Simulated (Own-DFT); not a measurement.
GaP (zincblende, atoms displaced) (calculated)

A calculation, not a measurement: plane-wave PBE density functional theory by an unreviewed code, no spin, of a simulated periodic cell, stress positive in tension, free energy of the whole cell less one offset for each atom, forces on such cells passed a denser k mesh, this cell's mesh not checked; offsets are fitted by least squares, one for each functional and potential file, so energies compare only between cells with the same atoms and settings and are not formation energies; the far tail of each file's local potential was reset to the Coulomb form; each entry is a single point on an unrelaxed cell, so the pressure reflects the starting lattice, mostly measured values (interpolated for alloys), from which strain is counted, and rises with the displacements; printed positions are rounded, which can move forces by about a meV/angstrom; the program, named Own-DFT, is a retired in-house code; no spin-orbit coupling. Program: Own-DFT development build.

Settings shared by all entries: functional PBE; potential files PseudoDojo norm-conserving, scalar-relativistic, standard set; wave cutoff 42 hartree; occupations Fermi-Dirac; smearing width 0.1 eV; hardware one NVIDIA H100; k mesh 3 x 3 x 3 centred on Gamma.

(1) GaP (zincblende, atoms displaced)

```
GaP
1.0
     10.9010     0.0000     0.0000
      0.0000    10.9010     0.0000
      0.0000     0.0000    10.9010
Ga P Ga P Ga P Ga P Ga P Ga P Ga P Ga P
4 4 4 4 4 4 4 4 4 4 4 4 4 4 4 4
Direct
  0.00558 0.01458 0.00740
  0.98096 0.24884 0.27753
  0.25533 0.00117 0.24716
  0.24825 0.25062 0.00598
  0.14496 0.12747 0.12916
  0.09997 0.37321 0.38785
  0.38565 0.12428 0.37233
  0.37630 0.37421 0.10990
  0.00305 0.01131 0.51311
  0.00754 0.24180 0.75080
  0.28029 0.99686 0.75940
  0.23691 0.24560 0.50888
  0.11577 0.12032 0.61567
  0.13422 0.37800 0.86011
  0.35699 0.13280 0.85682
  0.37355 0.40269 0.61988
  0.00785 0.49816 0.00776
  0.01552 0.76633 0.27071
  0.26462 0.50394 0.22878
  0.24725 0.76316 0.99177
  0.12209 0.61935 0.13891
  0.12209 0.87472 0.35904
  0.37837 0.63296 0.35313
  0.35675 0.88479 0.12944
  0.99303 0.48912 0.51082
  0.99481 0.73892 0.73192
  0.28761 0.49130 0.76293
  0.25732 0.74608 0.46707
  0.15078 0.62349 0.64356
  0.12326 0.88186 0.85745
  0.38383 0.62213 0.87841
  0.37998 0.86305 0.64453
  0.51094 0.99498 0.03196
  0.51604 0.22946 0.24756
  0.75788 0.98030 0.22943
  0.76522 0.24877 0.99342
  0.62059 0.12674 0.13147
  0.63597 0.40987 0.35277
  0.87449 0.12082 0.37731
  0.87597 0.38285 0.13801
  0.50989 0.99342 0.51204
  0.51972 0.24568 0.73479
  0.74770 0.01146 0.73503
  0.73754 0.24123 0.47633
  0.63816 0.11634 0.62524
  0.61858 0.37724 0.88701
  0.88513 0.14087 0.88775
  0.86766 0.36490 0.62358
  0.50200 0.50400 0.99570
  0.50205 0.75033 0.24446
  0.72548 0.50267 0.24247
  0.75224 0.73628 0.98507
  0.62054 0.63017 0.09758
  0.61354 0.87188 0.37167
  0.85138 0.63862 0.36702
  0.84991 0.86221 0.12030
  0.50030 0.50365 0.51060
  0.49820 0.74423 0.74827
  0.71209 0.50563 0.74967
  0.71049 0.74538 0.48272
  0.62120 0.65088 0.60783
  0.62327 0.87845 0.88881
  0.86934 0.62914 0.88130
  0.87053 0.85462 0.62272
```

* free energy of cell above offsets: -14.182 eV
* pressure: 7.74 GPa
* stress xx: -7.22 GPa
* stress yy: -8.21 GPa
* stress zz: -7.78 GPa
* stress yz: -1.3 GPa
* stress xz: 2 GPa
* stress xy: -0.71 GPa
* wall time: 559.7 s

Force:
```csv
element,x (eV/Å),y (eV/Å),z (eV/Å)
Ga,0.148,-1.528,-0.055
Ga,1.643,1.229,-2.705
Ga,-0.69,1.183,1.859
Ga,-0.123,0.525,-2.076
P,-2.722,0.405,0.975
P,3.258,0.056,-1.216
P,-0.862,-0.134,1.777
P,1.248,-0.558,1.283
Ga,-2.718,-3.624,-2.393
Ga,-0.419,1.267,-0.538
Ga,-3.613,-2.504,-2.017
Ga,0.987,1.339,-1.435
P,3.104,0.84,3.475
P,-0.351,-0.134,1.423
P,3.85,3.453,2.929
P,0.864,-5.061,-1.643
Ga,-0.48,-0.043,-0.875
Ga,-6.327,-5.605,-4.714
Ga,-0.722,-0.909,1.3
Ga,-0.807,-0.866,0.085
P,-0.134,1.794,-1.229
P,4.309,5.669,5.164
P,0.699,-2.272,0.994
P,2.685,-2.145,-1.402
Ga,-0.591,2.328,0.818
Ga,1.08,-0.432,1.716
Ga,-3.313,1.318,1.477
Ga,-1.113,0.548,2.802
P,-0.856,-0.278,-2.077
P,-0.597,-0.043,0.878
P,-0.218,1.79,0.696
P,-0.839,1.043,-3.756
Ga,-1.772,-0.847,-2.236
Ga,-2.48,4.282,2.147
Ga,-2.369,3.287,3.64
Ga,-1.898,2.266,2.427
P,4.33,-0.989,-2.236
P,-6.983,-8.101,8.124
P,-1.739,-3.02,-0.082
P,-0.4,-0.867,-0.696
Ga,-1.551,-0.381,-0.238
Ga,-2.045,1.028,1.344
Ga,3.279,-3.49,3.898
Ga,0.519,1.785,0.803
P,-2.079,2.634,-3.116
P,0.578,-1.589,-1.301
P,0.553,-2.506,-2.364
P,-1.376,-0.045,0.752
Ga,-1.062,-0.77,0.522
Ga,-0.102,0.573,-1.832
Ga,6.644,6.358,-7.042
Ga,-1.442,2.546,0.821
P,-0.099,0.165,2.789
P,-0.204,2.443,-1.538
P,1.648,-0.812,0.302
P,4.84,-1.641,-1.89
Ga,1.121,1.573,-2.768
Ga,1.291,0.099,1.886
Ga,2.496,0.132,-0.545
Ga,5.631,2.031,-2.364
P,-2.818,-4.6,4.972
P,0.028,0.285,-1.497
P,2.35,-2.82,-2.736
P,-1.273,2.342,-1.464
```

(2) GaP (zincblende, atoms displaced)

```
GaP
1.0
     10.9010     0.0000     0.0000
      0.0000    10.9010     0.0000
      0.0000     0.0000    10.9010
Ga P Ga P Ga P Ga P Ga P Ga P Ga P Ga P
4 4 4 4 4 4 4 4 4 4 4 4 4 4 4 4
Direct
  0.01702 0.00068 0.99870
  0.01304 0.26716 0.25680
  0.25971 0.99761 0.26343
  0.23769 0.24842 0.02661
  0.11364 0.12004 0.11087
  0.11605 0.37115 0.39278
  0.36365 0.11658 0.35367
  0.38224 0.36525 0.11881
  0.98441 0.02425 0.50854
  0.97773 0.25344 0.75226
  0.24492 0.99425 0.74364
  0.25315 0.24507 0.52142
  0.14347 0.13746 0.64277
  0.10336 0.37801 0.87999
  0.36037 0.11772 0.87698
  0.37053 0.40062 0.62784
  0.01594 0.49963 0.99352
  0.99641 0.74467 0.26760
  0.25061 0.50000 0.24564
  0.25831 0.74337 0.99182
  0.12934 0.61964 0.13366
  0.11749 0.88626 0.37951
  0.39589 0.59205 0.38482
  0.34587 0.84643 0.12126
  0.99787 0.49211 0.49966
  0.01387 0.77032 0.73880
  0.25420 0.52901 0.75932
  0.21125 0.74583 0.52214
  0.10376 0.60671 0.63234
  0.13691 0.86740 0.86818
  0.36991 0.63568 0.89861
  0.37022 0.87106 0.62368
  0.49125 0.00671 0.01603
  0.49549 0.25998 0.28529
  0.76083 0.98641 0.27092
  0.73925 0.22324 0.00150
  0.64046 0.13668 0.10782
  0.62647 0.37979 0.37428
  0.87048 0.16647 0.35032
  0.86647 0.40209 0.12539
  0.49664 0.98144 0.46778
  0.49861 0.25674 0.75010
  0.75880 0.03009 0.74895
  0.74547 0.23632 0.49367
  0.63971 0.12505 0.62103
  0.60484 0.38262 0.85312
  0.87130 0.11548 0.89035
  0.87278 0.37147 0.63502
  0.50812 0.51362 0.01040
  0.46287 0.75807 0.22995
  0.75411 0.49628 0.27774
  0.75165 0.78472 0.00835
  0.64111 0.60774 0.12762
  0.62602 0.87020 0.39036
  0.89266 0.63675 0.39945
  0.86440 0.87148 0.11753
  0.50041 0.50938 0.49761
  0.49168 0.75143 0.73949
  0.74918 0.51352 0.73387
  0.76508 0.76746 0.50334
  0.63132 0.61217 0.62128
  0.60607 0.86940 0.86391
  0.86620 0.63006 0.88200
  0.87456 0.88249 0.61048
```

* free energy of cell above offsets: -10.188 eV
* pressure: 8.11 GPa
* stress xx: -8.75 GPa
* stress yy: -7.38 GPa
* stress zz: -8.21 GPa
* stress yz: -0.8 GPa
* stress xz: -1.82 GPa
* stress xy: -1.16 GPa
* wall time: 574.1 s

Force:
```csv
element,x (eV/Å),y (eV/Å),z (eV/Å)
Ga,-2.288,-2.788,-1.754
Ga,-0.509,0.437,-3.235
Ga,-4.341,-3.747,-4.11
Ga,0.991,0.938,-3.097
P,1.29,0.982,4.804
P,3.053,-0.068,-0.682
P,3.341,3.481,4.569
P,-0.028,0.702,1.488
Ga,1.274,1.096,-1.423
Ga,1.85,-1.134,1.719
Ga,1.479,-0.035,0.865
Ga,1.027,2.003,-1.868
P,-3.661,-0.974,0.269
P,3.491,-2.387,-2.082
P,0.574,0.992,0.348
P,0.249,-1.739,0.148
Ga,-3.148,2.758,2.307
Ga,1.133,1.052,-2.463
Ga,1.188,-1.471,1.216
Ga,-5.997,0.721,0.852
P,-0.874,1.37,-0.711
P,-0.295,-0.008,0.591
P,-6.6,6.345,-6.222
P,-0.266,7.033,0.428
Ga,-1.09,-0.771,1.211
Ga,-2.458,-1.739,0.243
Ga,-0.796,-1.758,0.401
Ga,1.875,0.354,-1.19
P,0.89,1.253,0.98
P,-0.529,0.792,1.068
P,4.184,-3.337,-4.171
P,-0.68,0.155,-1.589
Ga,0.08,-0.614,-1.325
Ga,-0.236,-0.375,-3.514
Ga,-0.091,1.548,-1.286
Ga,5.324,8.048,-6.091
P,-7.424,-6.402,8.951
P,-0.178,-0.856,2.885
P,-0.511,-3.911,1.366
P,0.944,-1.979,-0.213
Ga,-2.554,2.758,3.298
Ga,-1.78,-1.777,-1.227
Ga,-0.654,-3.293,0.053
Ga,0.417,2.409,0.308
P,-3.51,-0.087,-0.447
P,2.667,1.394,2.552
P,2.029,0.632,-0.791
P,-1.429,0.854,-2.553
Ga,-0.513,-1.84,-1.124
Ga,5.161,-4.725,4.144
Ga,1.337,1.73,-1.531
Ga,-4.659,-5.046,-4.801
P,-0.032,2.879,0.92
P,1.496,-2.175,-3.649
P,-2.329,-1.284,-0.537
P,5.386,3.209,4.883
Ga,4.622,-4.198,4.627
Ga,0.608,-1.469,0.468
Ga,1.656,-1.944,3.366
Ga,-2.296,-2.928,-0.239
P,-1.637,3.774,-1.719
P,1.523,1.919,1.361
P,0.825,1.052,-0.596
P,1.424,2.192,3.552
```

(3) GaP (zincblende, atoms displaced)

```
GaP
1.0
     10.9010     0.0000     0.0000
      0.0000    10.9010     0.0000
      0.0000     0.0000    10.9010
Ga P Ga P Ga P Ga P Ga P Ga P Ga P Ga P
4 4 4 4 4 4 4 4 4 4 4 4 4 4 4 4
Direct
  0.00261 0.99905 0.00731
  0.01056 0.25570 0.24911
  0.23447 0.98294 0.25764
  0.26301 0.27260 0.98001
  0.12271 0.12255 0.14795
  0.12214 0.36493 0.36629
  0.37342 0.11235 0.36232
  0.37692 0.38195 0.13176
  0.00136 0.98383 0.50213
  0.99261 0.25506 0.75996
  0.25707 0.01027 0.72984
  0.25296 0.26055 0.50564
  0.08323 0.14455 0.62795
  0.13837 0.38981 0.88401
  0.39207 0.12177 0.86893
  0.39129 0.37617 0.59437
  0.99980 0.49941 0.98918
  0.00752 0.74637 0.24590
  0.28326 0.50006 0.25570
  0.28072 0.75379 0.00334
  0.13832 0.64814 0.12058
  0.12405 0.88163 0.37583
  0.36327 0.61457 0.36820
  0.37184 0.86912 0.10802
  0.00581 0.50580 0.52402
  0.02192 0.73907 0.74261
  0.26479 0.50410 0.73834
  0.27286 0.73902 0.51833
  0.13009 0.61878 0.61489
  0.12864 0.87295 0.88441
  0.40011 0.62406 0.88111
  0.37030 0.87748 0.65097
  0.50609 0.99805 0.96428
  0.53546 0.24538 0.26209
  0.76557 0.01407 0.27041
  0.75655 0.21138 0.99416
  0.62240 0.14158 0.11281
  0.61434 0.38696 0.41308
  0.87697 0.12651 0.37164
  0.86709 0.35885 0.11684
  0.50209 0.98264 0.49011
  0.52180 0.24119 0.75601
  0.73939 0.99440 0.75017
  0.74541 0.25324 0.50375
  0.61649 0.12403 0.60287
  0.62940 0.38935 0.89149
  0.85518 0.13684 0.87158
  0.88568 0.39638 0.62871
  0.48225 0.50540 0.98514
  0.50946 0.77620 0.24988
  0.73815 0.50806 0.23775
  0.74620 0.75281 0.00406
  0.62653 0.61624 0.11109
  0.65509 0.86301 0.37298
  0.87157 0.63359 0.38514
  0.89732 0.89146 0.11725
  0.49995 0.49282 0.50929
  0.49446 0.77532 0.73731
  0.75619 0.49864 0.76962
  0.74291 0.72574 0.50820
  0.59506 0.60445 0.63002
  0.62653 0.87873 0.86909
  0.89431 0.64144 0.86462
  0.89346 0.87300 0.61772
```

- free energy of cell above offsets: -10.918 eV
- pressure: 8.23 GPa
- stress xx: -8.18 GPa
- stress yy: -8.53 GPa
- stress zz: -8 GPa
- stress yz: -1.05 GPa
- stress xz: 1.64 GPa
- stress xy: -0.36 GPa
- wall time: 557.5 s

Force:
```csv
element,x (eV/Å),y (eV/Å),z (eV/Å)
Ga,2.438,3.005,-2.555
Ga,-2.571,-0.513,-0.791
Ga,2.649,1.791,-2.312
Ga,1.034,-2.428,2.556
P,1.065,-0.135,-3.176
P,1.827,2.905,2.173
P,0.546,0.323,0.884
P,2.109,-1.949,-1.548
Ga,0.348,2.925,-1.315
Ga,-0.62,2.217,1.665
Ga,-3.693,2.473,2.551
Ga,-1.604,-1.768,-1.42
P,4.082,-2.177,-1.952
P,-1.085,-0.067,-2.8
P,-3.005,2.215,-1.349
P,-3.692,-3.508,6.062
Ga,-0.409,0.989,1.949
Ga,-0.637,0.728,0.653
Ga,-6.064,-2.442,-3.008
Ga,-4.053,-3.608,-3.712
P,-0.04,-2.709,0.026
P,-0.299,-3.323,2.175
P,4.812,5.079,4.351
P,3.781,5.156,4.15
Ga,-0.518,-0.802,-4.898
Ga,0.119,2.166,0.051
Ga,0.52,-0.511,0.382
Ga,-1.1,0.676,-1.547
P,2.611,1.537,1.788
P,1.24,0.395,-1.363
P,-4.339,4.943,-5.311
P,-1.217,0.825,-5.468
Ga,-0.472,0.026,4.441
Ga,-2.302,1.148,0.827
Ga,-1.986,-2.199,-3.804
Ga,-3.034,6.214,4.552
P,-1.033,-3.5,1.289
P,4.23,-2.789,-5.772
P,2.067,2.749,2.861
P,0.615,1.088,0.263
Ga,-0.403,0.208,-0.602
Ga,0.086,1.57,-0.753
Ga,1.805,1.284,-2.225
Ga,1.923,0.162,-0.057
P,0.649,-0.942,1.888
P,0.134,-2.363,-0.537
P,5.381,-4.701,-5.515
P,-2.657,-2.769,1.652
Ga,3.398,-4.448,4.85
Ga,-0.564,-1.83,-0.871
Ga,1.681,-1.488,1.947
Ga,1.705,0.44,-0.122
P,-1.578,1.674,0.01
P,-1.5,0.888,0.528
P,1.515,-1.92,-1.883
P,-4.518,-3.201,3.281
Ga,-2.009,5.24,-2.941
Ga,3.751,-4.603,2.958
Ga,0.136,0.982,-0.876
Ga,-0.363,0.728,1.562
P,3.317,3.762,2.528
P,1.125,-2.536,-0.202
P,-2.255,-1.091,1.301
P,-3.08,-2.189,2.53
```

(4) GaP (zincblende, atoms displaced)

```
GaP
1.0
     10.9010     0.0000     0.0000
      0.0000    10.9010     0.0000
      0.0000     0.0000    10.9010
Ga P Ga P Ga P Ga P Ga P Ga P Ga P Ga P
4 4 4 4 4 4 4 4 4 4 4 4 4 4 4 4
Direct
  0.00259 0.00658 0.99692
  0.98791 0.25355 0.28069
  0.26024 0.00276 0.26516
  0.24308 0.23885 0.97772
  0.13579 0.11830 0.09919
  0.12397 0.38248 0.33538
  0.35130 0.13748 0.35071
  0.39129 0.37935 0.13523
  0.98876 0.00756 0.48538
  0.03259 0.25067 0.74220
  0.26520 0.98183 0.74978
  0.24039 0.26682 0.51881
  0.11242 0.13393 0.60272
  0.13930 0.38292 0.87188
  0.36866 0.12145 0.87508
  0.36378 0.37955 0.62812
  0.99585 0.48824 0.01186
  0.99192 0.73837 0.24610
  0.24893 0.49307 0.22988
  0.23767 0.74325 0.97798
  0.12437 0.61406 0.10671
  0.11342 0.89212 0.38840
  0.39135 0.64112 0.37299
  0.38425 0.87079 0.10781
  0.98586 0.50371 0.47572
  0.98350 0.75241 0.75843
  0.27713 0.50622 0.74893
  0.24946 0.75244 0.50845
  0.13537 0.64007 0.66295
  0.15480 0.88586 0.87625
  0.39570 0.61860 0.88711
  0.35742 0.86858 0.65046
  0.52093 0.00715 0.01875
  0.49248 0.23836 0.25300
  0.75397 0.01282 0.29560
  0.74336 0.25357 0.00972
  0.62250 0.14101 0.12629
  0.67194 0.38363 0.37050
  0.86873 0.14355 0.39602
  0.85853 0.37626 0.11397
  0.48400 0.99566 0.52391
  0.48923 0.24142 0.73252
  0.75691 0.98130 0.77386
  0.74393 0.24386 0.51038
  0.63129 0.12084 0.60254
  0.65182 0.34811 0.88053
  0.88103 0.13118 0.85679
  0.87752 0.37098 0.62375
  0.50707 0.48780 0.99401
  0.49817 0.72459 0.27210
  0.74520 0.48915 0.25860
  0.75738 0.73695 0.99127
  0.63249 0.61555 0.10233
  0.62515 0.86390 0.39020
  0.87142 0.62044 0.40056
  0.88219 0.88942 0.09412
  0.50860 0.52142 0.49012
  0.50726 0.75466 0.75631
  0.74691 0.53014 0.75746
  0.74329 0.74990 0.50163
  0.62138 0.62381 0.64534
  0.62902 0.88736 0.88217
  0.89421 0.63176 0.88280
  0.88832 0.86824 0.60027
```

- free energy of cell above offsets: -8.165 eV
- pressure: 8.99 GPa
- stress xx: -9.14 GPa
- stress yy: -10.02 GPa
- stress zz: -7.81 GPa
- stress yz: 2.1 GPa
- stress xz: 2.24 GPa
- stress xy: -1.98 GPa
- wall time: 550.9 s

Force:
```csv
element,x (eV/Å),y (eV/Å),z (eV/Å)
Ga,1.07,0.951,-2.388
Ga,0,-0.4,-4.251
Ga,-2.772,-4.019,-4.103
Ga,0.383,1.624,1.306
P,-0.59,0.257,3.54
P,0.1,0.469,4.296
P,2.173,2.525,5.462
P,-0.539,-0.673,-1.374
Ga,-0.004,0.688,1.624
Ga,-2.277,1.246,0.974
Ga,-3.186,6.69,2.44
Ga,-0.491,-0.447,-3.201
P,1.485,-2.147,0.692
P,-0.653,0.55,-0.08
P,2.428,-0.721,-1.162
P,3.018,0.099,-1.752
Ga,0.389,-0.706,-1.628
Ga,0.05,1.143,-0.178
Ga,1.376,1.575,-0.625
Ga,2.179,-1.256,1.721
P,0.406,1.535,1.571
P,2.343,-2.637,-2.474
P,-8.841,-5.588,6.014
P,-0.558,-0.716,2.198
Ga,4.678,-4.565,3.768
Ga,2.486,2.39,-1.504
Ga,-1.712,1.454,1.881
Ga,-1.13,-0.058,0.056
P,-0.036,-1.042,-2.549
P,-4.965,-0.053,0.165
P,-1.092,1.066,-1.148
P,5.234,-3.99,-5.248
Ga,-1.904,-0.661,-1.089
Ga,1.424,1.854,-0.04
Ga,-1.252,-1.331,-3.147
Ga,2.677,-3.182,0.81
P,1.246,-1.264,2.232
P,-7.726,-6.179,6.756
P,0.692,-0.904,-0.782
P,1.873,-0.022,2.648
Ga,-0.215,-0.112,-1.569
Ga,1.317,-0.369,1.046
Ga,2.276,1.891,-3.39
Ga,0.861,3.481,0.419
P,-2.323,-1.869,3.359
P,-4.307,4.225,-4.857
P,0.332,0.034,1.232
P,0.359,1.088,0.538
Ga,1.214,-1.636,0.244
Ga,7.406,6.747,-8.895
Ga,4.463,7.073,-7.317
Ga,-0.274,2.022,0.713
P,-0.222,0.197,3.041
P,-1.619,1.467,-1.237
P,-3.32,3.957,-4.923
P,-2.097,-2.406,3.727
Ga,0.788,-2.275,0.841
Ga,-0.582,0.507,1.158
Ga,2.635,-3.721,1.652
Ga,0.568,-0.892,1.693
P,-1.036,1.576,-2.818
P,-1.477,-2.478,0.891
P,-1.404,-2.042,0.311
P,-1.324,-0.022,2.713
```
